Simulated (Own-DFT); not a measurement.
## Calculated data, Si$_{2}$SnGe$_{5}$ (diamond-structure random alloy, strained, atoms displaced)

A calculation, not a measurement: plane-wave density functional theory by an unreviewed code, no spin, of a simulated periodic cell, stress positive in tension, run twice, with PBE and with PBEsol, both on files made for PBE, so the change isn't that of files made for PBEsol, forces on such cells moved up to 12 meV/angstrom on a denser k mesh; the far tail of each file's local potential was reset to the Coulomb form; each entry is a single point on an unrelaxed cell, so the pressure reflects the starting lattice, mostly measured values (interpolated for alloys), from which strain is counted, and rises with the displacements; printed positions are rounded, which can move forces by about a meV/angstrom; the program, named Own-DFT, is a retired in-house code; no spin-orbit coupling; stress was not checked against mesh or cutoff. Program: Own-DFT development build.

Settings shared by all entries: functional PBE, then PBEsol; potential files PseudoDojo norm-conserving, scalar-relativistic, standard set; wave cutoff 49 hartree; occupations Fermi-Dirac; smearing width 0.1 eV; k mesh 3 x 3 x 3 centred on Gamma.

(1) 
```cif
# cell vector a (Å): 11.1250 0.0000 0.0000
# cell vector b (Å): 0.0000 11.1250 0.0000
# cell vector c (Å): 0.0000 0.0000 11.4103
data_Si2SnGe5
_symmetry_space_group_name_H-M 'P 1'
_symmetry_Int_Tables_number 1
_cell_length_a 11.1250
_cell_length_b 11.1250
_cell_length_c 11.4103
_cell_angle_alpha 90.000
_cell_angle_beta 90.000
_cell_angle_gamma 90.000
_cell_volume 1412.20
loop_
_atom_site_label
_atom_site_type_symbol
_atom_site_fract_x
_atom_site_fract_y
_atom_site_fract_z
_atom_site_occupancy
Ge1 Ge 0.99658 0.00168 0.00396 1
Ge2 Ge 0.00330 0.25754 0.24576 1
Ge3 Ge 0.24991 0.99797 0.24658 1
Sn1 Sn 0.25297 0.24492 0.00050 1
Si1 Si 0.13086 0.12760 0.12003 1
Ge4 Ge 0.12294 0.36666 0.38101 1
Si2 Si 0.37154 0.12870 0.37199 1
Ge5 Ge 0.38306 0.37096 0.12384 1
Ge6 Ge 0.00064 0.99020 0.49644 1
Sn2 Sn 0.00149 0.24928 0.74547 1
Ge7 Ge 0.24397 0.00054 0.75165 1
Ge8 Ge 0.25501 0.24852 0.49404 1
Ge9 Ge 0.11996 0.12036 0.62715 1
Si3 Si 0.11954 0.37763 0.87262 1
Ge10 Ge 0.37262 0.12358 0.87742 1
Si4 Si 0.37016 0.37452 0.62783 1
Ge11 Ge 0.99729 0.50377 0.00208 1
Si5 Si 0.99895 0.74348 0.24967 1
Si6 Si 0.24055 0.49618 0.25007 1
Ge12 Ge 0.25166 0.75073 0.00019 1
Ge13 Ge 0.12644 0.61958 0.12558 1
Ge14 Ge 0.12509 0.87613 0.38300 1
Ge15 Ge 0.38449 0.62810 0.37847 1
Ge16 Ge 0.36652 0.86885 0.12212 1
Ge17 Ge 0.99884 0.49774 0.50483 1
Ge18 Ge 0.99221 0.74296 0.75593 1
Si7 Si 0.24857 0.49735 0.75803 1
Ge19 Ge 0.25213 0.74986 0.50467 1
Ge20 Ge 0.12296 0.63223 0.62989 1
Sn3 Sn 0.12765 0.87044 0.87225 1
Sn4 Sn 0.37037 0.62676 0.87346 1
Ge21 Ge 0.37238 0.87262 0.62387 1
Si8 Si 0.49587 0.99640 0.00509 1
Ge22 Ge 0.50313 0.25256 0.25121 1
Ge23 Ge 0.75378 0.00748 0.25707 1
Si9 Si 0.74466 0.24690 0.00248 1
Ge24 Ge 0.62798 0.13455 0.12743 1
Ge25 Ge 0.62141 0.37667 0.37464 1
Ge26 Ge 0.87025 0.12347 0.36790 1
Ge27 Ge 0.87370 0.37916 0.12434 1
Si10 Si 0.49625 0.99784 0.49905 1
Ge28 Ge 0.50379 0.25520 0.75110 1
Si11 Si 0.73889 0.99352 0.74465 1
Ge29 Ge 0.75163 0.25090 0.50157 1
Si12 Si 0.62956 0.13103 0.62339 1
Sn5 Sn 0.62675 0.37218 0.88219 1
Sn6 Sn 0.88065 0.12651 0.87263 1
Ge30 Ge 0.87373 0.37817 0.61876 1
Ge31 Ge 0.49231 0.49697 0.99841 1
Ge32 Ge 0.50698 0.74331 0.25536 1
Si13 Si 0.75618 0.50136 0.24600 1
Sn7 Sn 0.75004 0.75311 0.99770 1
Ge33 Ge 0.62040 0.62757 0.12842 1
Si14 Si 0.63028 0.87273 0.37497 1
Ge34 Ge 0.87340 0.62199 0.36545 1
Ge35 Ge 0.87542 0.87821 0.12363 1
Ge36 Ge 0.49966 0.50438 0.50288 1
Sn8 Sn 0.50297 0.75363 0.75908 1
Ge37 Ge 0.75422 0.50020 0.75633 1
Si15 Si 0.74508 0.75093 0.49897 1
Ge38 Ge 0.62431 0.62439 0.62898 1
Si16 Si 0.62547 0.87166 0.87673 1
Ge39 Ge 0.87763 0.62451 0.87467 1
Ge40 Ge 0.87274 0.86978 0.62793 1
_calc_PBE_pressure 9.4  # GPa
_calc_PBE_stress_xx -9.99  # GPa
_calc_PBE_stress_yy -9.95  # GPa
_calc_PBE_stress_zz -8.24  # GPa
_calc_PBE_stress_yz 0.16  # GPa
_calc_PBE_stress_xz 0.35  # GPa
_calc_PBE_stress_xy -0.8  # GPa
_calc_PBEsol_pressure 6.51  # GPa
_calc_PBEsol_stress_xx -7.1  # GPa
_calc_PBEsol_stress_yy -7.07  # GPa
_calc_PBEsol_stress_zz -5.35  # GPa
_calc_PBEsol_stress_yz 0.17  # GPa
_calc_PBEsol_stress_xz 0.34  # GPa
_calc_PBEsol_stress_xy -0.77  # GPa
_calc_rms_change_of_force_components_from_PBE_to_PBEsol 0.056  # eV/angstrom
```

Force:
```csv
force element,PBE force x (eV/Å),PBE force y (eV/Å),PBE force z (eV/Å),PBEsol force x (eV/Å),PBEsol force y (eV/Å),PBEsol force z (eV/Å)
Ge,1.509,-0.189,1.461,1.429,-0.213,1.385
Ge,-0.097,-1.325,-0.239,-0.121,-1.248,-0.194
Ge,-0.435,0.714,0.525,-0.422,0.63,0.504
Sn,-0.809,2.197,-0.603,-0.684,2.143,-0.612
Si,-2.264,-1.756,2.103,-2.223,-1.737,2.066
Ge,0.114,1.334,-0.402,0.078,1.259,-0.363
Si,1.1,-1.129,-0.197,1.037,-1.07,-0.233
Ge,-0.735,1.336,1.669,-0.669,1.271,1.582
Ge,-1.253,1.41,0.894,-1.193,1.358,0.873
Sn,1.062,2.936,-1.476,0.998,2.804,-1.483
Ge,1.983,1.054,-1.566,1.916,1.021,-1.518
Ge,-0.154,-0.393,1.419,-0.232,-0.364,1.368
Ge,1.795,-1.072,-2.428,1.742,-1.054,-2.347
Si,0.804,1.396,0.82,0.739,1.337,0.849
Ge,2.198,-1.74,-1.859,2.091,-1.657,-1.827
Si,0.18,0.396,-0.012,0.215,0.354,-0.052
Ge,0.541,-0.675,-0.63,0.491,-0.623,-0.579
Si,0.483,1.012,-0.141,0.47,0.987,-0.137
Si,1.544,-0.307,0.59,1.507,-0.308,0.575
Ge,-1.014,-0.835,2.042,-0.974,-0.804,1.982
Ge,-0.093,0.821,0.353,-0.109,0.802,0.259
Ge,0.505,-1.373,-1.836,0.51,-1.299,-1.739
Ge,-1.991,-0.755,-0.444,-1.883,-0.704,-0.399
Ge,1.832,0.454,1.061,1.724,0.414,1.044
Ge,0.521,1.05,-0.971,0.495,0.999,-0.936
Ge,-0.015,0.329,-1.563,-0.008,0.314,-1.52
Si,-1.56,-1.242,-2.019,-1.524,-1.138,-1.981
Ge,-0.149,-0.32,-0.666,-0.144,-0.289,-0.627
Ge,0.375,-1.393,0.039,0.331,-1.32,0.015
Sn,-1.522,0.348,0.899,-1.476,0.338,0.877
Sn,-1.104,-1.939,1.27,-1.026,-1.835,1.301
Ge,-0.067,1.645,-0.193,-0.113,1.552,-0.158
Si,0.732,0.191,-0.417,0.673,0.217,-0.376
Ge,-0.629,-0.483,0.532,-0.572,-0.428,0.473
Ge,-1.64,-1.879,-1.597,-1.547,-1.775,-1.572
Si,1.821,-0.204,1.529,1.794,-0.202,1.509
Ge,-0.592,-1.648,-0.09,-0.589,-1.592,-0.005
Ge,1.058,0.593,0.099,0.997,0.545,0.116
Ge,2.038,1.423,1.649,1.959,1.372,1.587
Ge,-0.552,-0.626,-0.39,-0.462,-0.603,-0.383
Si,0.608,0.707,-0.387,0.559,0.658,-0.339
Ge,-1.536,-1.684,-1.702,-1.487,-1.628,-1.583
Si,0.019,0.251,0.072,0.095,0.235,0.063
Ge,-0.373,-0.168,-0.708,-0.327,-0.12,-0.719
Si,-1.045,-1.194,0.026,-1.02,-1.086,0.016
Sn,0.185,0.771,-0.203,0.117,0.808,-0.255
Sn,-3.825,-2.14,1.426,-3.649,-2.096,1.391
Ge,-0.998,0.493,0.374,-0.96,0.479,0.354
Ge,0.689,0.811,2.031,0.67,0.777,1.98
Ge,-0.537,1.822,-0.166,-0.549,1.709,-0.193
Si,-1.479,-0.272,0.156,-1.445,-0.265,0.154
Sn,-0.031,-0.603,0.621,0.022,-0.637,0.652
Ge,0.216,-1.984,-0.123,0.174,-1.893,-0.137
Si,-0.626,0.738,0.454,-0.619,0.735,0.356
Ge,0.001,0.46,1.377,0.027,0.419,1.372
Ge,0.966,0.399,2.139,0.919,0.425,2.032
Ge,-0.203,-1.097,0.677,-0.167,-1.026,0.622
Sn,0.807,1.19,-2.713,0.724,1.092,-2.698
Ge,0.405,0.422,-1.564,0.394,0.417,-1.516
Si,0.539,-0.566,-0.129,0.575,-0.604,-0.071
Ge,1.376,-0.394,-0.968,1.303,-0.414,-0.912
Si,-0.09,3.873,0.44,-0.087,3.728,0.443
Ge,0.052,-1.245,0.073,0.058,-1.209,0.062
Ge,-0.639,0.056,-0.417,-0.553,0.046,-0.4
```

(2) 
```cif
# cell vector a (Å): 11.1250 0.0000 0.0000
# cell vector b (Å): 0.0000 11.1250 0.0000
# cell vector c (Å): 0.0000 0.0000 11.4103
data_Si2SnGe5
_symmetry_space_group_name_H-M 'P 1'
_symmetry_Int_Tables_number 1
_cell_length_a 11.1250
_cell_length_b 11.1250
_cell_length_c 11.4103
_cell_angle_alpha 90.000
_cell_angle_beta 90.000
_cell_angle_gamma 90.000
_cell_volume 1412.20
loop_
_atom_site_label
_atom_site_type_symbol
_atom_site_fract_x
_atom_site_fract_y
_atom_site_fract_z
_atom_site_occupancy
Si1 Si 0.00295 0.99829 0.99170 1
Ge1 Ge 0.00475 0.25044 0.25267 1
Ge2 Ge 0.25003 0.99675 0.25021 1
Si2 Si 0.25380 0.25889 0.99779 1
Ge3 Ge 0.12211 0.12467 0.12447 1
Ge4 Ge 0.12345 0.37484 0.37408 1
Ge5 Ge 0.37551 0.12560 0.36752 1
Ge6 Ge 0.37853 0.38490 0.12445 1
Ge7 Ge 0.00846 0.99654 0.50222 1
Sn1 Sn 0.99730 0.25542 0.74991 1
Ge8 Ge 0.25301 0.99476 0.75152 1
Ge9 Ge 0.24798 0.25084 0.50744 1
Ge10 Ge 0.12469 0.13704 0.63501 1
Ge11 Ge 0.12258 0.37302 0.88198 1
Ge12 Ge 0.38012 0.12023 0.87165 1
Ge13 Ge 0.37348 0.37576 0.62985 1
Si3 Si 0.99507 0.50144 0.99973 1
Ge14 Ge 0.99983 0.74831 0.25292 1
Si4 Si 0.24682 0.50098 0.25048 1
Sn2 Sn 0.24412 0.75116 0.00126 1
Sn3 Sn 0.12470 0.62178 0.12697 1
Ge15 Ge 0.12798 0.87818 0.37770 1
Ge16 Ge 0.37782 0.62050 0.38081 1
Sn4 Sn 0.38152 0.87587 0.12384 1
Si5 Si 0.00294 0.50013 0.49771 1
Ge17 Ge 0.99840 0.74763 0.74380 1
Sn5 Sn 0.24866 0.48719 0.74849 1
Ge18 Ge 0.25888 0.74437 0.50210 1
Ge19 Ge 0.12579 0.63064 0.62611 1
Ge20 Ge 0.11699 0.86788 0.87894 1
Ge21 Ge 0.38170 0.62013 0.87108 1
Ge22 Ge 0.38200 0.86879 0.62809 1
Si6 Si 0.49849 0.99773 0.00672 1
Ge23 Ge 0.50285 0.24889 0.25073 1
Si7 Si 0.74118 0.00177 0.25257 1
Ge24 Ge 0.75302 0.25471 0.99720 1
Ge25 Ge 0.62351 0.12213 0.11618 1
Sn6 Sn 0.62081 0.37945 0.36969 1
Ge26 Ge 0.87468 0.12656 0.37261 1
Si8 Si 0.87156 0.37391 0.13162 1
Sn7 Sn 0.49937 0.99924 0.50190 1
Si9 Si 0.50893 0.25051 0.75439 1
Ge27 Ge 0.74646 0.00241 0.75026 1
Ge28 Ge 0.74780 0.24434 0.50224 1
Si10 Si 0.62627 0.12375 0.62604 1
Ge29 Ge 0.62633 0.37500 0.87165 1
Ge30 Ge 0.87880 0.12733 0.87637 1
Ge31 Ge 0.87639 0.37224 0.62601 1
Ge32 Ge 0.49785 0.49437 0.00608 1
Si11 Si 0.49746 0.74655 0.24406 1
Si12 Si 0.75847 0.49671 0.25379 1
Si13 Si 0.75183 0.75414 0.00495 1
Ge33 Ge 0.61895 0.62585 0.12855 1
Ge34 Ge 0.62703 0.87415 0.36599 1
Ge35 Ge 0.87498 0.62122 0.37015 1
Sn8 Sn 0.88144 0.86879 0.12123 1
Ge36 Ge 0.50169 0.50128 0.49845 1
Ge37 Ge 0.50231 0.75607 0.74789 1
Ge38 Ge 0.74484 0.49838 0.76118 1
Si14 Si 0.74846 0.75971 0.50005 1
Ge39 Ge 0.62525 0.62025 0.62811 1
Si15 Si 0.61873 0.88099 0.87351 1
Si16 Si 0.87542 0.63220 0.87617 1
Ge40 Ge 0.87084 0.87476 0.62742 1
_calc_PBE_pressure 9.23  # GPa
_calc_PBE_stress_xx -9.92  # GPa
_calc_PBE_stress_yy -9.69  # GPa
_calc_PBE_stress_zz -8.08  # GPa
_calc_PBE_stress_yz 0.3  # GPa
_calc_PBE_stress_xz 0.34  # GPa
_calc_PBE_stress_xy -0.43  # GPa
_calc_PBEsol_pressure 6.35  # GPa
_calc_PBEsol_stress_xx -7.03  # GPa
_calc_PBEsol_stress_yy -6.81  # GPa
_calc_PBEsol_stress_zz -5.21  # GPa
_calc_PBEsol_stress_yz 0.29  # GPa
_calc_PBEsol_stress_xz 0.32  # GPa
_calc_PBEsol_stress_xy -0.42  # GPa
_calc_rms_change_of_force_components_from_PBE_to_PBEsol 0.053  # eV/angstrom
```

Force:
```csv
force element,PBE force x (eV/Å),PBE force y (eV/Å),PBE force z (eV/Å),PBEsol force x (eV/Å),PBEsol force y (eV/Å),PBEsol force z (eV/Å)
Si,0.233,1.25,0.176,0.233,1.223,0.172
Ge,-0.997,0.017,-0.698,-0.935,-0.02,-0.635
Ge,-0.923,1.286,0.46,-0.898,1.254,0.458
Si,0.201,-1.157,0.595,0.197,-1.128,0.579
Ge,0.796,0.034,-0.964,0.775,0.037,-0.862
Ge,0.755,0.499,0.635,0.725,0.41,0.611
Ge,-1.299,0.836,0.408,-1.257,0.8,0.39
Ge,-1.57,-1.728,1.302,-1.449,-1.661,1.24
Ge,-0.915,1.104,0.587,-0.889,1.068,0.562
Sn,-0.102,0.074,1.503,-0.095,0.067,1.462
Ge,-0.724,-0.049,-0.118,-0.689,-0.039,-0.11
Ge,0.618,-0.086,-1.257,0.59,-0.074,-1.203
Ge,1.794,-3.123,-1.861,1.754,-3.028,-1.824
Ge,-0.348,0.391,2.193,-0.335,0.384,2.045
Ge,0.032,0.795,0.86,-0.007,0.736,0.802
Ge,3.036,-2.31,-2.16,2.902,-2.216,-2.132
Si,-1.388,-0.975,-0.472,-1.292,-0.967,-0.467
Ge,0.563,0.06,2.218,0.543,0.051,2.145
Si,1.633,-1.24,1.505,1.61,-1.219,1.481
Sn,1.912,-0.597,-2.689,1.853,-0.575,-2.621
Sn,-1.818,-1.783,1.182,-1.778,-1.638,1.15
Ge,0.386,-1.197,0.021,0.374,-1.153,0.018
Ge,-0.324,0.279,-1.691,-0.311,0.271,-1.56
Sn,-0.162,0.358,1.4,-0.268,0.345,1.379
Si,-0.497,0.332,0.333,-0.485,0.323,0.326
Ge,-0.669,0.186,0.822,-0.607,0.216,0.765
Sn,-1.151,2.404,1.267,-1.11,2.34,1.23
Ge,-0.776,0.899,-0.091,-0.745,0.866,-0.076
Ge,-0.444,-0.717,-1.309,-0.403,-0.66,-1.244
Ge,-0.643,1.782,-2.255,-0.584,1.689,-2.227
Ge,0.623,0.533,0.308,0.602,0.511,0.304
Ge,-1.995,-0.089,0.28,-1.934,-0.099,0.275
Si,1.72,1.633,-2.878,1.651,1.651,-2.785
Ge,-1.365,-1.08,-2.277,-1.329,-1.048,-2.205
Si,0.948,0.716,-0.725,0.92,0.709,-0.701
Ge,0.044,-0.251,0.705,0.006,-0.281,0.64
Ge,0.464,0.336,0.744,0.454,0.393,0.734
Sn,1.555,-0.508,0.797,1.456,-0.541,0.824
Ge,-0.063,-0.888,0.287,-0.032,-0.818,0.311
Si,0.736,0.342,-0.778,0.739,0.247,-0.779
Sn,0.383,0.28,-0.735,0.331,0.224,-0.758
Si,-0.634,-0.673,-1.044,-0.661,-0.618,-0.978
Ge,-0.054,0.075,0.537,0.017,0.068,0.514
Ge,0.491,-0.035,0.485,0.524,-0.005,0.436
Si,0.473,1.248,1.14,0.512,1.186,1.075
Ge,-0.872,-0.483,1.343,-0.796,-0.424,1.337
Ge,-1.169,-1.539,0.931,-1.174,-1.451,0.866
Ge,-1.88,2.396,-2.003,-1.852,2.283,-1.913
Ge,1.306,1.224,-1.497,1.257,1.191,-1.438
Si,1.01,-1.021,2.397,0.993,-1.01,2.352
Si,-0.104,1.168,-1.809,-0.145,1.202,-1.721
Si,-2.323,-1.589,-2.439,-2.288,-1.556,-2.32
Ge,1.632,-0.525,-0.297,1.552,-0.554,-0.327
Ge,-0.052,-1.196,-0.022,-0.09,-1.136,0.015
Ge,-0.084,0.595,1.656,-0.035,0.622,1.573
Sn,-0.559,2.445,0.91,-0.488,2.344,0.948
Ge,-1.062,0.454,2.046,-1.045,0.453,1.984
Ge,0.825,-1.222,1.107,0.752,-1.221,1.024
Ge,1.716,1.075,-1.182,1.615,1,-1.173
Si,0.015,-1.538,-0.373,0.011,-1.498,-0.362
Ge,0.531,1.111,-0.477,0.474,1.047,-0.434
Si,0.745,-0.339,1.009,0.736,-0.338,0.91
Si,-0.431,-0.598,0.483,-0.415,-0.578,0.392
Ge,0.224,0.322,-0.531,0.263,0.344,-0.473
```
